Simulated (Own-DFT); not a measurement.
# What a defect does to the pressure of its cell: zincblende GaAs

Calculated, not measured: single-point runs of Own-DFT, a retired in-house plane-wave DFT program that no person has reviewed, on unrelaxed cells, without spin or spin-orbit coupling.

All runs used: PBE; PseudoDojo norm-conserving scalar-relativistic files; cutoff 42 hartree; 3 x 3 x 3 k mesh centred on Gamma; Fermi-Dirac smearing of 0.1 eV.

Keep in mind (not all hold for every row): not probed for a lower state with spin; forces not confirmed at this smearing and k mesh; stress not checked against mesh or cutoff.

All runs share one cell, with vectors in Å (11.737, 0.000, 0.000); (0.000, 11.737, 0.000); (0.000, 0.000, 10.833) and a volume of 1492.4 Å³, strained against the parent crystal. The atoms are randomly displaced, by u rms on each axis. The defect's site can differ from row to row.

| cell | formula | u (Å) | P (GPa) |
|---|---|---|---|
| no defect | As32Ga32 | 0.0293 | 1.24 |
| no defect | As32Ga32 | 0.0494 | 1.58 |
| no defect | As32Ga32 | 0.0527 | 1.63 |
| one Al on a Ga site | AlAs32Ga31 | 0.0299 | 1.21 |
| one Al on a Ga site | AlAs32Ga31 | 0.0303 | 1.25 |
| one Al on a Ga site | AlAs32Ga31 | 0.0530 | 1.51 |
| one As vacancy and one Ga vacancy | As31Ga31 | 0.0273 | 0.90 |
| one As vacancy and one Ga vacancy | As31Ga31 | 0.0296 | 0.93 |
| one As vacancy and one Ga vacancy | As31Ga31 | 0.0551 | 1.38 |
| one P on an As site | As31Ga32P | 0.0300 | ? |
| one P on an As site | As31Ga32P | 0.0303 | 1.03 |
| one P on an As site | As31Ga32P | 0.0308 | 1.03 |
| one P on an As site | As31Ga32P | 0.0313 | 1.04 |
| one In on a Ga site | As32Ga31In | 0.0488 | 2.17 |
| one In on a Ga site | As32Ga31In | 0.0528 | 2.08 |
| one In on a Ga site | As32Ga31In | 0.0532 | 2.28 |

## What the rows give

P = P0 + c u² + a shift for each defect gives P0 = 1.11 GPa, c = 186 ± 20 GPa/Å² and a scatter of 0.06 GPa. The shifts, and each times the cell's volume:

- one In on a Ga site: 0.57 ± 0.05 GPa, 5.3 eV
- one Al on a Ga site: -0.07 ± 0.05 GPa, -0.7 eV (not resolved)
- one P on an As site: -0.25 ± 0.05 GPa, -2.3 eV
- one As vacancy and one Ga vacancy: -0.33 ± 0.05 GPa, -3.0 eV

Positive is outwards. The product with the volume (160.2 GPa Å³ to the eV) is nearly free of the cell's size; divided by the bulk modulus at the cell's pressure it gives the volume that the defect adds. The atoms around the defects weren't relaxed, which would change these numbers.

## Test on the hidden row

Asked: what pressure belongs in the blank (one P on an As site, u = 0.0300 Å)?

From the fit: 1.03 ± 0.06 GPa. The hidden result is 0.99 GPa.
